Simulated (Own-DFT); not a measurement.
# Response to strain: wurtzite AlGaN with randomly placed atoms, 96 atoms (Al36Ga12N48)

These are calculations, not measurements. The program, named Own-DFT, is a retired in-house plane-wave density functional code that no person has reviewed. Each row is one single-point run on a periodic cell that was not relaxed, without spin or spin-orbit coupling.

Settings of every run: PBE; PseudoDojo norm-conserving scalar-relativistic files (stringent for Ga); cutoff 96 hartree; 3 x 4 x 3 k mesh centred on Gamma; Gaussian smearing of 0.01 eV.

Known limits: k mesh not checked against a denser one; stress not checked against mesh or cutoff.

Unstrained cell vectors in Å: (12.525, 0.000, 0.000); (-4.697, 8.135, 0.000); (0.000, 0.000, 10.066). The unstrained cell has measured lattice constants (interpolated for alloys), not those of this functional. That, the random moves and any unrelaxed bonds set the pressure at no strain. Each run strains this cell uniformly, with the atoms carried along. Every atom was also moved at random, by a Gaussian of width 0.05 Å on each axis. The random placing of the alloy's atoms differs from row to row. Strain is the symmetric tensor, in per cent. Stress is positive in tension, and the pressure is minus a third of its trace.

```
run,e_xx (%),e_yy (%),e_zz (%),s_xx (GPa),s_yy (GPa),s_zz (GPa),P (GPa),E (meV/atom)
1,2.50,2.50,0.00,6.26,7.33,-5.04,-2.85,10.6
2,-1.75,-1.75,0.00,-18.71,-16.95,-9.45,15.03,50.6
3,1.50,1.50,0.00,1.53,2.33,-5.37,0.50,0.0
4,-2.75,-2.75,0.00,-23.65,-26.33,-10.94,20.31,73.5
5,2.00,2.00,0.00,3.51,4.48,-5.13,-0.96,15.9
6,-1.50,-1.50,0.00,-15.03,-15.09,-9.77,13.29,31.4
7,-1.00,-1.00,0.00,-10.48,-14.86,-8.85,11.40,32.0
8,-0.25,-0.25,0.00,-7.08,-6.52,-8.27,7.29,1.0
9,-0.50,-0.50,0.00,?,?,?,?,?
```

E is the free energy for each atom above the lowest run shown.

## Worked fit

The change of volume is close to e_xx + e_yy + e_zz. A straight line through the runs shown gives P = 7.40 - 216 x (fractional change of volume) GPa, with an error of 8 on the slope and a scatter of 0.81 GPa. The strain isn't the same on all axes and the cell isn't cubic, so the slope belongs to this path and is not the bulk modulus.

## Withheld run

Question: what pressure should run 9 give? Its volume changes by -1.00 %.

The line gives 9.6 GPa. The calculation gave 8.58 GPa.
